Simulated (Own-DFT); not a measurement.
# Shaking the atoms of zincblende GaP, 96 atoms (Ga48P48)

These are calculations, not measurements. The program, named Own-DFT, is a retired in-house plane-wave density functional code that no person has reviewed. Each row is one single-point run on a periodic cell that was not relaxed, without spin or spin-orbit coupling.

Settings of every run: PBE; PseudoDojo norm-conserving scalar-relativistic files; cutoff 42 hartree; 2 x 3 x 3 k mesh centred on Gamma; Fermi-Dirac smearing of 0.1 eV.

Known limits, some of them of some rows only: some atoms lie very close together; forces on such cells moved up to 12 meV/angstrom on a denser k mesh; forces on such cells passed a denser k mesh, each cell not checked; stress not checked against mesh or cutoff.

Cell vectors in Å: (16.352, 0.000, 0.000); (0.000, 10.901, 0.000); (0.000, 0.000, 10.901). In each run every atom was moved at random and independently from its ideal site; u is the rms move along one axis. E is the free energy for each atom above the fitted value at u = 0, and F the rms of the force components.

```
run,u (Å),E (meV/atom),F (eV/Å),largest force (eV/Å),P (GPa)
1,0.0193,6.6,0.283,1.09,2.72
2,0.0198,6.4,0.273,0.86,2.71
3,0.0220,8.4,0.318,0.99,2.75
4,0.0488,38.1,0.685,2.73,3.15
5,0.0517,?,?,?,?
6,0.0522,43.9,0.705,2.80,3.20
7,0.0903,138.0,1.332,6.60,4.69
8,0.0977,170.9,1.516,5.96,5.18
9,0.1440,398.4,2.614,9.68,8.53
10,0.1989,723.6,3.671,16.62,13.03
```

## Worked fit

For small independent moves the energy grows as E = (3/2) K u², with K the mean stiffness felt by one atom. The runs with u up to 0.11 Å give K = 11.3 ± 0.3 eV/Å², with residuals divided by u² + 0.0006 Å², since the noise grows with the moves. The scatter is 2.0 meV/atom at u = 0.05 Å. The forces follow F = G u with G = 14.4 eV/Å²; no force at u = 0 is resolved. G exceeds K because the moves of its neighbours add to the force on an atom, and stiffness differs between atoms. At u = 0.199 Å the parabola gives 667 meV/atom and the run 724. The pressure follows P = 2.58 + 265 u² GPa: at fixed volume, shortened bonds push harder than stretched ones pull.

## Withheld run

Question: what energy and rms force should run 5 give?

The fit gives 45 ± 2 meV/atom and about 0.74 eV/Å. The calculation gave 43.3 meV/atom and 0.706 eV/Å.
